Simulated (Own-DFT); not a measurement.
# Response to strain: wurtzite AlN, 72 atoms (Al36N36)

These are calculations, not measurements. The program, named Own-DFT, is a retired in-house plane-wave density functional code that no person has reviewed. Each row is one single-point run on a periodic cell that was not relaxed, without spin or spin-orbit coupling.

Settings of every run: PBE; PseudoDojo norm-conserving scalar-relativistic files; cutoff 42 hartree; 4 x 4 x 3 k mesh centred on Gamma; Gaussian smearing of 0.01 eV.

Known limits: k mesh not checked against a denser one; stress not checked against mesh or cutoff.

Unstrained cell vectors in Å: (9.336, 0.000, 0.000); (-4.668, 8.085, 0.000); (0.000, 0.000, 9.964). The unstrained cell has measured lattice constants (interpolated for alloys), not those of this functional. That, the random moves and any unrelaxed bonds set the pressure at no strain. Each run strains this cell uniformly, with the atoms carried along. Every atom was also moved at random, by a Gaussian of width 0.05 Å on each axis. Strain is the symmetric tensor, in per cent. Stress is positive in tension, and the pressure is minus a third of its trace.

```
run,e_xx (%),e_yy (%),e_zz (%),e_yz (%),e_xz (%),e_xy (%),s_xx (GPa),s_yy (GPa),s_zz (GPa),s_yz (GPa),s_xz (GPa),s_xy (GPa),P (GPa),E (meV/atom)
1,-0.45,0.20,1.90,0.44,-0.37,-0.47,-7.85,-5.04,4.62,1.15,-0.96,-1.82,2.76,0.3
2,0.53,1.20,-1.93,0.10,0.40,1.45,-2.85,-1.58,-13.50,1.10,1.12,6.77,5.98,5.9
3,1.29,-0.51,-1.83,0.54,-1.62,0.99,-1.39,-8.65,-13.94,1.55,-4.55,3.42,7.99,16.3
4,-1.51,1.28,-1.56,-1.15,0.24,0.09,-11.99,-1.65,-16.00,-3.19,0.75,-0.41,9.88,11.2
5,0.01,-0.89,-0.77,1.20,-1.65,1.75,-8.89,-9.78,-10.09,3.47,-5.51,6.23,9.59,22.7
6,1.94,-1.29,0.64,1.78,0.57,1.82,1.02,-8.42,-2.74,4.38,1.53,7.02,3.38,18.0
7,0.94,-0.92,1.48,1.21,-1.77,-1.68,-1.31,-9.53,1.21,2.82,-4.69,-4.03,3.21,21.0
8,1.51,-0.43,-0.85,0.25,0.74,-1.33,1.71,-6.88,-10.43,0.69,1.75,-4.63,5.20,4.0
9,0.96,-1.44,0.84,-1.43,-0.96,-0.22,-3.62,-9.46,-1.19,-2.50,-2.80,-0.03,4.76,2.2
10,-1.68,0.32,-1.75,-1.76,-0.60,1.94,-16.06,-10.25,-11.83,-6.13,-0.84,9.16,12.72,22.4
11,-0.75,1.58,-1.19,-0.73,-1.65,0.54,-7.67,0.42,-13.79,-0.87,-5.03,1.57,7.01,17.1
12,0.85,0.36,0.56,1.38,-1.37,-0.59,-1.92,-3.18,-0.82,3.18,-3.68,-1.75,1.97,0.0
13,1.41,1.44,-0.76,1.35,1.19,-0.62,1.25,1.12,-7.11,3.01,3.92,-0.74,1.58,7.0
14,1.25,-1.54,1.60,0.39,-1.24,-1.52,-1.03,-7.69,-1.74,0.45,-3.08,-4.88,3.49,14.6
15,-1.96,-1.14,-1.51,1.79,1.20,0.53,-19.87,-13.88,-15.38,4.34,2.55,2.62,16.38,33.5
16,1.52,0.20,-1.89,0.79,-0.59,-1.09,0.07,-4.85,-13.98,2.59,-2.00,-3.66,6.25,12.0
17,1.11,-1.40,1.46,1.67,-1.52,1.79,-1.86,-9.87,1.06,3.63,-3.64,5.39,3.56,12.9
18,0.06,1.37,-1.12,-1.27,0.79,0.04,?,?,?,?,?,?,?,?
```

E is the free energy for each atom above the lowest run shown.

## Worked fit

Each stress component was fitted by least squares to a constant and the strains of the runs shown, as fractions, with shears doubled. Shear strains stay in the fit of a normal stress only where such slopes are resolved. The slopes, in GPa:

```
stress  at no strain  per e_xx  per e_yy  per e_zz  scatter
  s_xx          -6.5  512 ± 19  158 ± 24   58 ± 19     0.89
  s_yy          -5.9  117 ± 28  428 ± 35   75 ± 27     1.29
  s_zz          -5.9   54 ± 40   64 ± 50  482 ± 39     1.83
```

Each shear stress against twice its own strain: yz 124 ± 10, xz 142 ± 6, xy 175 ± 12 GPa. These are stiffnesses along x, y and z of the frame in which the cell vectors are given, which need not be the crystal's axes. The atoms are held to the strained lattice; where symmetry lets them move under strain, relaxing them would lower some slopes. The table should be nearly symmetric about its diagonal, and what it lacks of that shows the noise. A ninth of its sum, 216 ± 4 GPa, estimates the bulk modulus near the mean pressure of these runs, 6.2 GPa, so it lies above the value at zero pressure.

## Withheld run

Question: what normal stresses and pressure should run 18 give?

The fit gives s_xx = -4.7, s_yy = -0.8, s_zz = -10.4 and P = 5.3 GPa. The calculation gave -5.13, 0.57, -10.84 and P = 5.13 GPa.
